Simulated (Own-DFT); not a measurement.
# How strain changes the stress of hcp Ru, 36 atoms (Ru36)

These are calculations, not measurements. They come from Own-DFT, an in-house plane-wave density functional program, since retired, whose code no person has reviewed. Each row is one single-point run on a periodic cell that was not relaxed, without spin or spin-orbit coupling.

Settings of every run: PBE; PseudoDojo norm-conserving scalar-relativistic files; cutoff 50 hartree; 5 x 5 x 4 k mesh centred on Gamma; cold (Marzari-Vanderbilt) smearing of 0.2 eV.

Known limits: forces on such cells failed a check on a denser k mesh; stress not checked against mesh or cutoff.

Unstrained cell vectors in Å: (8.118, 0.000, 0.000); (-4.059, 7.030, 0.000); (0.000, 0.000, 8.563). The unstrained cell has measured lattice constants (interpolated for alloys), not those of this functional. That, the random moves and any unrelaxed bonds set the pressure at no strain. Each run strains this cell uniformly, with the atoms carried along. Every atom was also moved at random, by a Gaussian of width 0.05 Å on each axis. Strain is the symmetric tensor, in per cent. Stress is positive in tension, and the pressure is minus a third of its trace.

| run | e_xx (%) | e_yy (%) | e_zz (%) | e_yz (%) | e_xz (%) | e_xy (%) | s_xx (GPa) | s_yy (GPa) | s_zz (GPa) | s_yz (GPa) | s_xz (GPa) | s_xy (GPa) | P (GPa) | E (meV/atom) |
|---|---|---|---|---|---|---|---|---|---|---|---|---|---|---|
| 1 | -1.22 | 1.25 | -1.29 | 0.57 | -1.94 | -0.94 | -16.01 | -5.12 | -17.39 | 2.22 | -7.91 | -3.33 | 12.84 | 34.0 |
| 2 | -1.99 | -0.76 | 0.10 | 1.93 | 0.67 | -0.33 | -22.39 | -16.03 | -12.22 | 7.71 | 2.76 | -1.19 | 16.88 | 30.2 |
| 3 | 0.55 | 0.63 | -1.43 | 1.77 | -0.24 | 1.77 | -6.11 | -7.65 | -15.56 | 7.76 | -1.38 | 7.43 | 9.77 | 39.3 |
| 4 | 0.28 | -1.93 | -0.31 | 1.69 | -1.35 | -1.36 | -12.11 | -21.03 | -16.86 | 6.52 | -4.90 | -4.74 | 16.67 | 67.6 |
| 5 | -1.78 | -1.05 | 1.79 | -0.92 | 1.07 | 0.71 | -17.40 | -14.76 | -1.13 | -3.39 | 3.98 | 3.59 | 11.10 | 23.3 |
| 6 | 1.66 | -0.97 | 0.41 | 0.53 | 0.51 | 1.92 | 0.11 | -10.91 | -3.45 | 1.68 | 1.71 | 8.51 | 4.75 | 23.0 |
| 7 | 1.43 | -0.45 | 1.39 | -1.51 | 0.23 | 0.18 | 2.84 | -5.30 | 2.60 | -5.04 | 0.86 | 0.95 | -0.04 | 5.4 |
| 8 | 1.79 | -1.27 | -0.18 | 0.48 | -0.69 | 1.74 | 0.55 | -12.37 | -7.49 | 2.16 | -2.67 | 7.67 | 6.44 | 5.7 |
| 9 | 1.42 | 1.96 | 0.02 | -0.74 | 1.55 | 1.36 | 3.05 | 5.22 | -2.30 | -2.72 | 5.50 | 5.16 | -1.99 | 24.0 |
| 10 | 1.92 | 0.08 | -0.75 | -0.04 | 0.85 | 1.03 | 1.87 | -5.35 | -8.62 | -0.47 | 2.97 | 4.00 | 4.03 | 10.3 |
| 11 | -0.99 | 0.63 | -0.06 | 0.23 | -1.12 | 0.08 | -13.17 | -4.85 | -8.95 | 1.16 | -4.54 | 0.43 | 8.99 | 8.1 |
| 12 | -0.14 | -0.98 | 1.10 | 0.50 | 0.59 | 1.68 | -9.90 | -12.75 | -2.45 | 2.15 | 2.04 | 7.43 | 8.36 | 29.7 |
| 13 | -0.65 | 1.76 | 1.65 | 1.63 | -0.67 | -0.82 | -4.34 | 4.27 | 4.79 | 5.32 | -2.08 | -2.57 | -1.57 | 0.0 |
| 14 | -0.77 | 1.35 | 0.87 | -1.49 | 1.15 | 0.98 | -7.96 | 0.78 | -1.50 | -5.11 | 4.59 | 4.35 | 2.89 | 5.3 |
| 15 | 1.21 | 0.97 | 2.00 | -0.35 | -1.18 | -1.42 | 3.80 | 2.83 | 7.87 | -1.06 | -3.68 | -5.46 | -4.83 | 20.2 |
| 16 | 1.31 | 0.74 | -0.35 | -1.96 | 1.46 | 0.79 | ? | ? | ? | ? | ? | ? | ? | ? |

E is the free energy for each atom above the lowest run shown.

## Worked fit

Each stress component was fitted by least squares to a constant and the strains of the runs shown, as fractions, with shears doubled. Shear strains stay in the fit of a normal stress only where such slopes are resolved. The slopes, in GPa:

```
stress  at no strain  per e_xx  per e_yy  per e_zz  scatter
  s_xx          -8.5  602 ± 17  208 ± 19  203 ± 22     0.87
  s_yy          -8.3  167 ± 17  606 ± 19  192 ± 22     0.87
  s_zz          -8.4  187 ± 25  190 ± 28  669 ± 31     1.26
```

Each shear stress against twice its own strain: yz 181 ± 8, xz 193 ± 5, xy 210 ± 5 GPa. These are stiffnesses along x, y and z of the frame in which the cell vectors are given, which need not be the crystal's axes. The atoms are held to the strained lattice; where symmetry lets them move under strain, relaxing them would lower some slopes. The table should be nearly symmetric about its diagonal, and what it lacks of that shows the noise. A ninth of its sum, 336 ± 11 GPa, estimates the bulk modulus near the mean pressure of these runs, 6.3 GPa, so it lies above the value at zero pressure.

## Withheld run

Question: what normal stresses and pressure should run 16 give?

The fit gives s_xx = 0.3, s_yy = -2.3, s_zz = -6.8 and P = 3.0 GPa. The calculation gave 0.98, -1.35, -6.12 and P = 2.16 GPa.
